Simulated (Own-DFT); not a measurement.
Simulation results for Al3GaN4 (wurtzite random alloy, strained, atoms displaced)

A calculation, not a measurement: plane-wave PBE density functional theory by an unreviewed code, no spin, of a simulated periodic cell, stress positive in tension, free energy of the whole cell less one offset for each atom, forces on such cells passed a denser k mesh, this cell's mesh not checked; offsets are fitted by least squares, one for each functional and potential file, so energies compare only between cells with the same atoms and settings and are not formation energies; the far tail of each file's local potential was reset to the Coulomb form; each entry is a single point on an unrelaxed cell, so the pressure reflects the starting lattice, mostly measured values, from which strain is counted, and rises with the displacements; printed positions are rounded, which can move forces by about a meV/angstrom; the program is a retired in-house code; no spin-orbit coupling. Program: Own-DFT development build.

Common to all runs: functional PBE; potential files PseudoDojo norm-conserving, scalar-relativistic, standard set with the stringent files for Ga; wave cutoff 96 hartree; occupations Gaussian; smearing width 0.01 eV; k mesh 4 x 4 x 3 centred on Gamma.

(1) 
```xyz
72
Lattice="9.1824 0.0000 0.0000 -4.5912 7.9522 0.0000 0.0000 0.0000 10.0655" Properties=species:S:1:pos:R:3:force_x:R:1:force_y:R:1:force_z:R:1 formula=Al3GaN4 free_energy_of_cell_above_offsets=-19.413 pressure=16.93 stress_xx=-19.22 stress_yy=-21.88 stress_zz=-9.69 stress_yz=-0.6 stress_xz=-0.63 stress_xy=-1.99
Ga     0.0220     1.8202    10.0226      0.595     -0.037      0.966
Al     1.4812     0.9087     2.5339      1.277      -0.54     -0.217
N     -0.0276     1.7437     1.8621      0.456      -0.37      1.299
N      1.5326     0.9009     4.4952     -2.351       0.29     -1.785
Al    -0.0723     1.7843     5.0392      1.146     -0.896      1.875
Al     1.5612     0.8398     7.5110      -0.69      1.431      1.076
N     -0.0135     1.7209     7.0398      1.091      0.902      -2.14
N      1.5037     0.9189     9.4616      1.996      0.757     -2.083
Al    -1.5207     4.3875     0.0463     -1.076      0.466     -0.701
Ga     0.0217     3.4921     2.6152     -0.549     -0.117     -0.455
N     -1.4742     4.3559     1.9221     -2.049      0.562     -0.367
N     -0.0025     3.4904     4.4954      0.395      1.345      0.594
Al    -1.5609     4.4188     5.0049      0.294      0.092       0.97
Al     0.0450     3.5297     7.5488      0.311     -0.184     -0.432
N     -1.5220     4.3876     6.9791      0.222      1.129      -0.54
N      0.0456     3.5604     9.4630     -1.664      1.806     -1.171
Ga    -3.0322     7.1683    10.0379     -1.057     -0.942      2.196
Al    -1.5785     6.1149     2.5587      0.451      1.137     -0.302
N     -3.0545     7.0982     1.9489      0.451      0.265     -0.142
N     -1.5458     6.2003     4.4316      1.341     -0.263      0.749
Ga    -3.1095     7.0657     5.1220       0.42     -0.262     -2.131
Al    -1.5027     6.2453     7.5080     -1.021     -1.928      1.044
N     -3.0877     7.0539     6.9376      0.825     -0.049      2.177
N     -1.5668     6.2440     9.5159      0.876     -2.965      -2.48
Al     3.0493     1.7572     0.0106      0.966      0.253     -1.221
Ga     4.5738     0.8248     2.5475     -0.892      2.433     -1.582
N      3.0575     1.8096     1.8035     -1.468     -0.215      2.626
N      4.5239     0.9359     4.3395      0.338     -0.804      4.113
Al     2.9585     1.7725     4.9681       2.52      1.327      1.726
Al     4.6228     0.8589     7.4868     -0.693      1.225      2.389
N      3.0561     1.8012     6.9752      0.495     -3.313     -1.894
N      4.6735     0.8186     9.5365     -0.972      0.395     -1.461
Al     1.3782     4.5622    10.0499      3.492     -3.605       1.92
Al     2.9147     3.5104     2.5493      2.856        0.6     -1.116
N      1.4731     4.4586     1.9845      0.602      0.946     -1.552
N      3.1171     3.5657     4.4275     -2.491     -1.737     -1.332
Al     1.6148     4.4490     5.0092     -1.167     -0.406      0.683
Ga     3.1324     3.5032     7.5562     -0.721       0.68      2.078
N      1.6610     4.3785     6.8845     -3.398      1.516      0.359
N      3.0587     3.5467     9.5249     -1.507      0.205     -0.211
Al    -0.0600     6.9564    10.0291      1.996       3.24      1.963
Al     1.5018     6.2548     2.4740     -1.181     -0.631      1.113
N     -0.0684     7.1363     1.9474      0.087     -4.704     -1.873
N      1.5381     6.1965     4.4359     -0.991      0.461     -0.665
Al     0.0407     7.1262     5.1424     -0.995     -0.876     -3.179
Al     1.5019     6.1997     7.5548      2.014     -1.997      0.018
N      0.0482     7.0441     6.9458     -0.954      0.813      0.301
N      1.5777     6.1802     9.4862     -1.138      1.866     -1.747
Al     6.1312     1.8507     0.0965     -0.142     -1.547      -1.32
Al     7.7021     0.8396     2.4924     -1.302      0.862      0.421
N      6.1011     1.7452     1.9676      1.721          0     -0.679
N      7.6438     0.8527     4.4661     -0.235      1.215     -1.462
Al     6.0891     1.7220     4.9798     -0.236      1.751      0.805
Ga     7.6085     0.8185     7.5280      0.116      0.976       0.29
N      6.0838     1.8217     6.9880     -0.326     -0.677     -2.232
N      7.7362     1.0111     9.4011     -3.376     -2.486      1.359
Al     4.5643     4.4062    10.0291     -0.672      0.956      1.636
Al     6.0633     3.4587     2.5142      0.591      1.666       0.44
N      4.6342     4.4437     1.8875     -1.347     -2.178     -0.614
N      6.1048     3.5523     4.4035      0.961     -1.357     -0.071
Ga     4.5723     4.4548     5.0303      1.074     -0.413      1.032
Al     6.1174     3.5438     7.5867     -0.672       0.96     -0.681
N      4.4943     4.5234     6.9426      3.524     -0.511      0.243
N      6.0124     3.5769     9.4268      2.728     -0.671      0.718
Al     3.1046     7.0567     9.9691     -0.187      1.913       1.63
Ga     4.5758     6.1596     2.4916     -0.078        0.9      0.028
N      2.9694     7.0976     1.8909      1.127     -0.199     -1.291
N      4.6178     6.1550     4.3890     -1.888      2.247       0.33
Al     3.0007     7.1110     4.9674      1.828     -2.156      1.096
Al     4.5827     6.2164     7.6015     -0.314     -0.287     -0.146
N      3.0466     7.0059     6.8907     -0.289      0.031      0.057
N      4.6376     6.1972     9.4862     -1.093     -0.294     -1.049
```

Units: free_energy_of_cell_above_offsets in eV; pressure, stress_xx, stress_yy, stress_zz, stress_yz, stress_xz, stress_xy in GPa; force_x, force_y, force_z in eV/Å.

(2) 
```xyz
72
Lattice="9.2294 0.0000 0.0000 -4.6147 7.9929 0.0000 0.0000 0.0000 10.0655" Properties=species:S:1:pos:R:3:force_x:R:1:force_y:R:1:force_z:R:1 formula=Al3GaN4 free_energy_of_cell_above_offsets=-20.958 pressure=14.22 stress_xx=-16.03 stress_yy=-17.2 stress_zz=-9.44 stress_yz=0.35 stress_xz=0.44 stress_xy=-0.74
Al     0.0038     1.7121     0.1387      0.041      1.925     -3.945
Al     1.5023     0.9288     2.4379      0.052     -1.677      1.701
N     -0.0259     1.8578     1.9078      1.458     -1.753      0.517
N      1.5595     0.7968     4.4146      -0.59      1.915     -1.536
Ga    -0.0013     1.8215     4.9147      1.148     -2.786      3.386
Al     1.6403     0.8417     7.4948      -1.62      0.874      0.922
N      0.0669     1.7746     7.0088      -0.32     -0.838     -0.991
N      1.5314     0.8356     9.5027     -0.042      2.447     -1.392
Al    -1.5471     4.4663     0.0646      0.443     -0.954     -1.126
Al     0.0132     3.4486     2.6267     -0.014      4.435      -1.12
N     -1.5863     4.4413     1.9337      0.895     -1.354      0.163
N      0.0686     3.5103     4.4798     -1.512      2.992     -1.546
Al    -1.5417     4.3794     5.0549      1.344      2.113     -0.165
Al     0.0411     3.4914     7.6028       -0.8      1.294      0.081
N     -1.5907     4.5399     6.8820      1.247     -3.946      0.067
N     -0.0085     3.5253     9.4709       0.42      0.451      1.055
Al    -3.1114     7.1803    10.0039       1.36     -3.135       1.03
Ga    -1.5916     6.2418     2.5354      0.818     -0.261      0.475
N     -3.0936     7.1285     1.8423     -1.075      0.978     -0.029
N     -1.6151     6.2252     4.4481      1.033     -0.239       0.57
Al    -3.1211     7.1595     5.0696      0.828     -2.137      0.476
Ga    -1.4777     6.1670     7.5868     -0.258      1.775      0.506
N     -3.1095     7.0754     6.9678        0.8      1.067     -0.746
N     -1.4698     6.2654     9.5158      -2.19     -1.057       0.07
Al     3.0343     1.7250    10.0399      0.771      0.999      0.647
Al     4.5627     0.8410     2.4373      0.309      1.225      2.139
N      3.0165     1.7003     1.9513      1.228      1.758     -1.631
N      4.5406     0.9155     4.4232      1.302     -0.378     -1.234
Al     3.0244     1.6895     5.0778      0.575      1.795     -1.514
Ga     4.4928     0.8725     7.5682      3.057     -0.673      0.417
N      3.1410     1.7665     6.8661     -3.378      1.189      0.761
N      4.6352     0.9091     9.4548     -0.843      0.437      1.441
Al     1.5675     4.5591     0.0152     -1.069     -2.333     -0.156
Al     3.1414     3.5254     2.5080      -1.51     -0.087      0.705
N      1.5493     4.4172     1.8960      0.048      0.144       0.86
N      3.0285     3.5644     4.4660      3.107     -1.615     -1.462
Ga     1.5985     4.4744     5.0312     -1.239     -0.544      2.267
Ga     3.0597     3.6241     7.6201      0.477     -0.599     -2.177
N      1.4982     4.4983     7.0243     -0.324     -0.062     -0.624
N      3.0242     3.5328     9.4269      0.412     -0.254      2.874
Ga     0.0241     7.1312     0.1062      0.669     -0.037     -1.703
Al     1.5875     6.2250     2.5530      -1.55     -1.274      0.272
N      0.0453     7.1334     1.9323      0.207     -1.353      1.553
N      1.4895     6.1907     4.4796      1.246      2.321     -2.061
Al     0.0361     7.1454     4.9792     -1.998     -0.394      1.159
Al     1.5650     6.2704     7.6100     -1.474     -0.331     -1.215
N     -0.0145     7.1243     6.9057      1.191     -0.841     -0.489
N      1.5776     6.2473     9.4237      0.673      0.677      1.048
Al     6.1780     1.7362    10.0484     -0.007     -0.104      0.392
Ga     7.7393     0.9248     2.4733     -1.779     -1.774      1.257
N      6.1239     1.7531     2.0121     -0.547      0.259     -2.068
N      7.6863     0.9488     4.4614     -0.539     -2.363     -0.888
Al     6.1442     1.7513     4.9565     -1.347      0.617      1.731
Al     7.6914     0.9159     7.5142      0.091     -0.479      0.154
N      6.0879     1.7235     6.9775      1.803      0.974     -1.694
N      7.7323     0.9221     9.4403     -0.034       -1.3      0.796
Ga     4.6701     4.4167     0.0376      0.098     -0.487     -1.163
Al     6.1402     3.5072     2.5368      0.843      0.582      0.575
N      4.6591     4.4047     1.9537     -0.348      0.813       0.65
N      6.2309     3.5754     4.4474     -1.935     -1.077     -0.885
Al     4.6615     4.4827     5.0076     -0.625     -1.245      0.557
Al     6.1800     3.5704     7.4752      0.041     -1.357      0.533
N      4.6690     4.4025     6.9154       -0.6      1.646     -0.451
N      6.2242     3.3964     9.3483     -0.103      2.802      1.272
Al     3.1366     7.1180     0.0199      -0.92      0.134     -0.882
Al     4.6907     6.2482     2.5663     -1.277     -0.594     -1.087
N      3.0150     7.0523     1.8710      2.423      0.653      0.661
N      4.5872     6.2630     4.4314      0.776     -0.634     -0.448
Al     3.0899     7.0686     5.0060     -1.398      1.243      0.925
Al     4.6226     6.2457     7.4611     -0.687     -1.472      1.682
N      3.0514     7.0258     6.9138      0.913      1.757      -0.38
N      4.6401     6.2477     9.5004     -0.195     -0.491     -1.534
```

Units: free_energy_of_cell_above_offsets in eV; pressure, stress_xx, stress_yy, stress_zz, stress_yz, stress_xz, stress_xy in GPa; force_x, force_y, force_z in eV/Å.

(3) 
```xyz
72
Lattice="9.3468 0.0000 0.0000 -4.6734 8.0946 0.0000 0.0000 0.0000 10.0655" Properties=species:S:1:pos:R:3:force_x:R:1:force_y:R:1:force_z:R:1 formula=Al3GaN4 free_energy_of_cell_above_offsets=-23.229 pressure=8.2 stress_xx=-10.11 stress_yy=-8.19 stress_zz=-6.29 stress_yz=0 stress_xz=0.68 stress_xy=-1.53
Al    -0.0692     1.8035    10.0076      1.667      -0.23      1.171
Al     1.6324     0.9227     2.5184     -2.871     -0.842      0.225
N     -0.0816     1.8061     1.8978      3.136       1.51      -0.59
N      1.5376     0.8581     4.4366     -0.623      0.721     -0.506
Al    -0.0443     1.8197     5.0274      0.182     -1.044     -0.025
Ga     1.5528     0.8985     7.4436     -0.755      -0.17      1.567
N     -0.0704     1.8011     6.9372      0.119      1.051     -0.032
N      1.5225     0.9689     9.4343     -0.657     -1.432      0.191
Al    -1.4748     4.4834    10.0480     -1.736      0.907     -0.335
Al     0.0570     3.6622     2.4879      -0.54     -1.722      0.365
N     -1.5309     4.4054     1.8652     -0.284       0.81      0.174
N      0.0423     3.5756     4.4463     -1.363      0.659     -0.911
Al    -1.5853     4.5059     5.0777      0.478     -0.094      -1.11
Al     0.0723     3.6669     7.5297     -1.958     -1.489      0.449
N     -1.5988     4.4597     6.9218      2.404      1.001      0.293
N      0.0370     3.5854     9.5234     -0.464      0.564     -1.936
Al    -3.0735     7.1934     0.0670     -2.022      1.115     -1.889
Ga    -1.6065     6.2905     2.4447      0.326     -0.275      0.282
N     -3.1334     7.2455     1.8652     -1.075     -0.632      1.431
N     -1.5751     6.3052     4.4011      1.044     -0.481      0.733
Al    -3.0779     7.1985     4.9735     -1.965     -0.977       0.96
Ga    -1.4769     6.3701     7.5224      -1.93     -1.159      0.426
N     -3.1922     7.1472     6.9820      1.363      0.409     -1.973
N     -1.5999     6.4135     9.4526      1.868     -2.138      0.561
Ga     3.1134     1.7806    10.0581     -0.854     -0.256      0.447
Al     4.7153     0.9619     2.5490     -0.758     -1.637     -0.475
N      3.1046     1.7026     1.9366      1.395      2.392      0.281
N      4.7007     0.9040     4.4233      0.368     -0.035      0.209
Ga     3.0650     1.8169     5.0515      0.716     -0.106     -1.984
Al     4.6573     0.9044     7.5465      0.797     -0.313      0.179
N      3.1422     1.7708     6.8775      0.548      1.393      2.124
N      4.6423     0.8846     9.4829      1.668     -0.182     -1.464
Al     1.5275     4.5008    10.0384      0.752       0.69       0.43
Al     3.1059     3.6017     2.4607     -0.113     -1.051      0.506
N      1.6027     4.4972     1.8589      -0.86     -0.154      0.388
N      3.1464     3.6351     4.3546     -0.491     -0.616      0.458
Ga     1.5588     4.5057     5.0494       0.49      0.352     -0.916
Al     3.1268     3.6482     7.5102     -0.176     -0.856      1.046
N      1.5419     4.5667     6.9394      1.005     -2.214      0.389
N      3.0439     3.5810     9.5177      0.075      0.548     -2.068
Al     0.0503     7.1939     0.0042     -0.921      0.079     -0.466
Al     1.5381     6.2089     2.5550       0.75      2.301     -2.301
N     -0.0605     7.2039     1.8332      1.924      0.078      1.639
N      1.6128     6.3535     4.3462     -1.523     -0.961      1.284
Al     0.0568     7.1887     4.9158     -0.858      0.218      1.006
Ga     1.6046     6.3126     7.5122      -0.32     -0.072      1.739
N      0.0945     7.1606     6.9502      -1.16      2.412      -2.13
N      1.5906     6.3223     9.4553     -0.911     -0.754      0.574
Al     6.2144     1.7721     0.0025     -0.016      0.364     -0.354
Al     7.8454     0.9552     2.4433      -1.95     -2.105      1.647
N      6.1980     1.7570     1.8596      0.793      1.074      0.582
N      7.8119     0.8594     4.4237     -0.753      0.953     -0.017
Al     6.2445     1.7992     5.0846       0.65     -0.357     -1.093
Al     7.7317     0.9025     7.5987      1.536     -0.823     -0.576
N      6.3023     1.8291     6.9711     -1.888     -2.804     -0.838
N      7.8089     0.8754     9.4829     -1.439      0.549     -0.699
Ga     4.6076     4.4964    10.0506      0.998      0.032      0.557
Al     6.2640     3.5751     2.4822     -1.014      0.026       0.41
N      4.5616     4.5730     1.9912      2.273     -4.039     -1.679
N      6.2527     3.5871     4.4379     -0.399      -0.16     -0.227
Al     4.6363     4.4311     5.0954      1.099       1.37     -1.285
Ga     6.2541     3.5387     7.5174     -0.574      2.017      1.708
N      4.6887     4.4917     6.9568      -1.07      0.409      0.071
N      6.2604     3.5793     9.4842      0.281     -0.107      0.423
Al     3.0845     7.2241    10.0352      0.797     -0.784      1.993
Al     4.6443     6.1842     2.5253      0.012      4.605      0.816
N      3.1538     7.2142     1.9810     -1.134     -0.383     -1.286
N      4.5974     6.2466     4.4093      1.628     -0.127      0.777
Al     3.0929     7.1673     4.9949      1.477      0.862      0.368
Al     4.6479     6.3501     7.5819      0.279     -1.482      0.433
N      3.1119     7.1317     6.9781      1.275      2.458      -1.57
N      4.5959     6.2907     9.4867      1.251       1.13     -0.572
```

Units: free_energy_of_cell_above_offsets in eV; pressure, stress_xx, stress_yy, stress_zz, stress_yz, stress_xz, stress_xy in GPa; force_x, force_y, force_z in eV/Å.
